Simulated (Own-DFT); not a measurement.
# A layer strained by its substrate: wurtzite AlGaN with randomly placed atoms, 72 atoms (Al27Ga9N36)

Everything here is calculated. The program is Own-DFT (plane waves, in-house, since retired, never reviewed by a person); positions were held fixed, and spin and spin-orbit coupling were off.

All runs used: PBE; PseudoDojo norm-conserving scalar-relativistic files (stringent for Ga); cutoff 96 hartree; 4 x 4 x 3 k mesh centred on Gamma; Gaussian smearing of 0.01 eV.

Caveats: forces on such cells passed a denser k mesh, each cell not checked; stress not checked against mesh or cutoff.

Unstrained cell vectors in Å: (9.394, 0.000, 0.000); (-4.697, 8.135, 0.000); (0.000, 0.000, 10.066). The unstrained cell has measured lattice constants (interpolated for alloys), not those of this functional. That, the random moves and any unrelaxed bonds set the pressure at no strain. Each run strains x and y alike by e, as a substrate would, and holds the height along z. Each coordinate of each atom was shifted by a normal deviate of width 0.05 Å. The random placing of the alloy's atoms differs from row to row. Stress is positive in tension.

```
e (%)  u (Å)  (s_xx + s_yy)/2 (GPa)  s_zz (GPa)
-3.00  0.051                 -26.08      -11.71
-2.75  0.054                 -25.79      -11.32
-2.50  0.049                 -23.28       -9.48
-1.50  0.053                 -16.33       -9.05
-1.00  0.050                 -12.67       -7.44
 0.50  0.056                  -5.03       -5.04
 0.75  0.054                  -2.92       -3.93
 1.75  0.051                   3.00       -5.63
 2.00  0.049                      ?           ?
 2.25  0.046                   5.23       -2.40
```

## Worked fit

With e as a fraction, the in-plane stress is -7.2 + 595 e - 1802 e² GPa (errors 13 and 826, scatter 0.62), and s_zz is -6.4 + 158 e GPa (slope ± 19, scatter 1.06). At e = 0 the first slope is C11 + C12 and the second 2 C13, both with the ions held to the strained lattice and at the cell's own pressure. A free layer would change its height as e changes, and the in-plane slope would drop by 2 C13²/C33 to the biaxial modulus. At fixed height, a misfit of 1 % moves the in-plane stress by about 5.9 GPa and s_zz by 1.6 GPa.

## Check

Q: what are the two stresses at e = 2.00 %?

Estimate: 4.0 and -3.2 GPa. DFT gave 4.42 and -4.00 GPa.
